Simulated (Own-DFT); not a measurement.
# Cleaving wurtzite AlN, m plane (10-10)

No measurement is shown. These are fixed-geometry runs of a retired plane-wave code named Own-DFT, which no person has reviewed; spin and spin-orbit coupling are neglected.

Known weak points (not all hold for every row): some atoms lie very close together; forces not confirmed at this smearing and k mesh; k mesh not checked against a denser one.

Both sets of runs: PBE; PseudoDojo norm-conserving scalar-relativistic files; cutoff 42 hartree; Gaussian smearing of 0.01 eV. The slab has 128 atoms in 16 layers, two equal faces of 62.02 Å² as cut, 15 Å of vacuum, a dipole correction along the normal and a 6 x 3 x 1 mesh. The bulk cell has 72 atoms, the same measured lattice constants and a 4 x 4 x 3 mesh. All atoms were moved at random; u is the rms move along one axis. Energies are counted from -174.06 eV for each atom.

```
slab run,u (Å),E (eV, cell)
1,0.0194,20.712
2,0.0194,20.552
3,0.0196,20.361
4,0.0199,20.434
5,0.0466,28.152
6,0.0511,29.119
7,0.0518,29.970
8,0.0518,29.344
9,0.0520,29.688
10,0.0902,52.189
11,0.1000,61.463
12,0.1054,65.468
```

```
bulk run   u (Å)  E (meV/atom)
       1  0.0198         -2.12
       2  0.0199         -2.24
       3  0.0203         -0.98
       4  0.0920        264.91
       5  0.0945        264.42
       6  0.0982        298.64
       7  0.1005        322.46
       8  0.1012        302.18
       9  0.1034        360.68
      10  0.1044        326.07
```

Q: what is the energy of the unrelaxed surface?

## Solution

Take each set to u = 0 with E = a + b u². Residuals are scaled by 1/(u² + 0.0006 Å²) to tame the large moves. Slab: a = 18.93 ± 0.08 eV. Bulk: a = -14.8 ± 0.8 meV/atom. The excess is 18.93 - 128 x (-0.0148) = 20.83 ± 0.13 eV. Over two faces that is 168 meV/Å², or 2.69 ± 0.02 J/m². Relaxing the faces would lower the energy, and the unlike meshes and the reach from the smallest u down to zero add errors that aren't counted here.
